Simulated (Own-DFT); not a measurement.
# Computed records: GaP (zincblende, strained, atoms displaced)

All values are calculated (Own-DFT development build). A calculation, not a measurement: plane-wave PBE density functional theory by an unreviewed code, no spin, of a simulated periodic cell, stress positive in tension, free energy of the whole cell less one offset for each atom, forces on such cells passed a denser k mesh, this cell's mesh not checked; offsets are fitted by least squares, one for each functional and potential file, so energies compare only between cells with the same atoms and settings and are not formation energies; the far tail of each file's local potential was reset to the Coulomb form; each entry is a single point on an unrelaxed cell, so the pressure reflects the starting lattice, mostly measured values (interpolated for alloys), from which strain is counted, and rises with the displacements; printed positions are rounded, which can move forces by about a meV/angstrom; the program, named Own-DFT, is a retired in-house code; no spin-orbit coupling.

### GaP (zincblende, strained, atoms displaced)

```
cell vectors (Å)
  10.8620     0.0000     0.0000
   0.0000    10.8620     0.0000
   0.0000     0.0000    10.9361
atoms (fractions of the cell vectors)
Ga  0.00564  0.99932  0.99966
Ga  0.00107  0.25371  0.25149
Ga  0.25303  0.00306  0.24953
Ga  0.25689  0.25155  0.99814
P   0.12072  0.12950  0.11981
P   0.12632  0.36442  0.37333
P   0.37328  0.12318  0.37782
P   0.36919  0.37879  0.12459
Ga  0.00698  0.98999  0.50383
Ga  0.99971  0.25073  0.75229
Ga  0.24172  0.00456  0.74714
Ga  0.25802  0.25331  0.49987
P   0.12159  0.12657  0.63065
P   0.12479  0.37545  0.87667
P   0.37514  0.13065  0.87936
P   0.37378  0.37619  0.62256
Ga  0.99630  0.49666  0.99867
Ga  0.99514  0.75154  0.24856
Ga  0.24512  0.50239  0.25458
Ga  0.25731  0.75108  0.00201
P   0.12628  0.62543  0.12658
P   0.12620  0.87843  0.37495
P   0.37216  0.62535  0.37094
P   0.37693  0.87105  0.11851
Ga  0.00027  0.49654  0.50329
Ga  0.99688  0.75494  0.74901
Ga  0.25632  0.49678  0.74248
Ga  0.24214  0.74222  0.50052
P   0.11733  0.62383  0.62384
P   0.12688  0.86941  0.88433
P   0.36828  0.63180  0.87870
P   0.36972  0.87897  0.62176
Ga  0.49226  0.00495  0.99835
Ga  0.49900  0.25179  0.24887
Ga  0.75125  0.99681  0.25098
Ga  0.75276  0.25053  0.99529
P   0.63149  0.11951  0.11873
P   0.62254  0.38241  0.37999
P   0.87551  0.13080  0.37310
P   0.86647  0.37151  0.12682
Ga  0.49983  0.99674  0.49807
Ga  0.49800  0.25022  0.75085
Ga  0.74288  0.99785  0.74688
Ga  0.74560  0.25087  0.49541
P   0.62909  0.12222  0.62963
P   0.62421  0.37330  0.88039
P   0.87885  0.12976  0.87344
P   0.87803  0.36981  0.62207
Ga  0.50332  0.50130  0.00223
Ga  0.49392  0.73625  0.24650
Ga  0.74391  0.50259  0.25091
Ga  0.75041  0.75496  0.00516
P   0.62218  0.62106  0.12445
P   0.61492  0.87503  0.37511
P   0.87290  0.62266  0.37400
P   0.87048  0.87794  0.12081
Ga  0.50551  0.50598  0.50570
Ga  0.49911  0.74251  0.74426
Ga  0.74807  0.49798  0.75115
Ga  0.75423  0.75158  0.49381
P   0.62520  0.62778  0.63512
P   0.63268  0.87726  0.87961
P   0.87812  0.62169  0.88026
P   0.87270  0.87163  0.62791
```

| Item | Value |
| --- | --- |
| functional | PBE |
| potential files | PseudoDojo norm-conserving, scalar-relativistic, standard set |
| wave cutoff | 42 hartree |
| occupations | Fermi-Dirac |
| smearing width | 0.1 eV |
| hardware | one NVIDIA H100 |
| k mesh | 3 x 3 x 3 centred on Gamma |
| free energy of cell above offsets | -33.648 eV |
| pressure | 3.49 GPa |
| stress xx | -3.63 GPa |
| stress yy | -3.66 GPa |
| stress zz | -3.2 GPa |
| stress yz | -0.45 GPa |
| stress xz | 0.07 GPa |
| stress xy | 0.5 GPa |
| wall time | 515.2 s |

Force:
| element | x (eV/Å) | y (eV/Å) | z (eV/Å) |
| --- | --- | --- | --- |
| Ga | -0.73 | 0.222 | -0.181 |
| Ga | -0.588 | -0.504 | -0.781 |
| Ga | -0.45 | -0.168 | -0.617 |
| Ga | -1.093 | 0.343 | 0.365 |
| P | 0.856 | -0.103 | 0.644 |
| P | 0.171 | 1.391 | 0.69 |
| P | 0.698 | 0.313 | -0.339 |
| P | 0.634 | 0.099 | 0.378 |
| Ga | -0.89 | 1.179 | 0.068 |
| Ga | 0.183 | 0.328 | 0.029 |
| Ga | 0.712 | -0.606 | 1.02 |
| Ga | -0.995 | -0.844 | 0.14 |
| P | 0.182 | 0.386 | -1.111 |
| P | 0.475 | 0.079 | -0.45 |
| P | -0.31 | -0.701 | -1.243 |
| P | 1.111 | -0.062 | -0.022 |
| Ga | 0.422 | -0.131 | 0.831 |
| Ga | 0.305 | 0.155 | -0.077 |
| Ga | -0.107 | -0.528 | -0.316 |
| Ga | -1.311 | -0.263 | 0.407 |
| P | -0.435 | 0.062 | -0.215 |
| P | 0.107 | -0.793 | -0.566 |
| P | -0.112 | -0.54 | 1.32 |
| P | 0.231 | 0.743 | 1.248 |
| Ga | -0.096 | -0.276 | -0.797 |
| Ga | 0.314 | -0.674 | 0.896 |
| Ga | -1.166 | 0.764 | 1.158 |
| Ga | 0.468 | 0.782 | -0.225 |
| P | 0.581 | -0.105 | 0.54 |
| P | -0.081 | 0.454 | -1.221 |
| P | 1.216 | -1.42 | -1.045 |
| P | 0.049 | -0.73 | 0.38 |
| Ga | 1.131 | -0.544 | 0.065 |
| Ga | 0.253 | -0.201 | -0.213 |
| Ga | -0.26 | 0.369 | 0.288 |
| Ga | -0.134 | -0.498 | 0.318 |
| P | -0.77 | 0.63 | 0.628 |
| P | -0.212 | -0.626 | -0.461 |
| P | 0.095 | -1.142 | 0.453 |
| P | 0.683 | 0.638 | 0.186 |
| Ga | -0.206 | 0.601 | 0.692 |
| Ga | 0.369 | 0.031 | 0.006 |
| Ga | 1.295 | 0.055 | 0.878 |
| Ga | 0.329 | -0.151 | 0.388 |
| P | -1.114 | 0.697 | -1.076 |
| P | -0.183 | 0.229 | -0.771 |
| P | -0.421 | -1.102 | -0.078 |
| P | -0.803 | 0.354 | 0.363 |
| Ga | -1.019 | -0.209 | -0.489 |
| Ga | 0.432 | 1.362 | -0.147 |
| Ga | 0.421 | -0.367 | -0.046 |
| Ga | -0.085 | -1.012 | -0.492 |
| P | 0.593 | 0.701 | -0.025 |
| P | 0.957 | -0.83 | -0.712 |
| P | 0.394 | -0.116 | -0.036 |
| P | 0.927 | 0.063 | 0.732 |
| Ga | -0.602 | 0.192 | -0.181 |
| Ga | -0.776 | 1.767 | 1.294 |
| Ga | 0.631 | -0.291 | 0.303 |
| Ga | -0.798 | -0.005 | 0.439 |
| P | 0.965 | -0.404 | -1.516 |
| P | -1.58 | -0.303 | -0.511 |
| P | -0.754 | 0.704 | -0.652 |
| P | -0.111 | 0.553 | -0.535 |
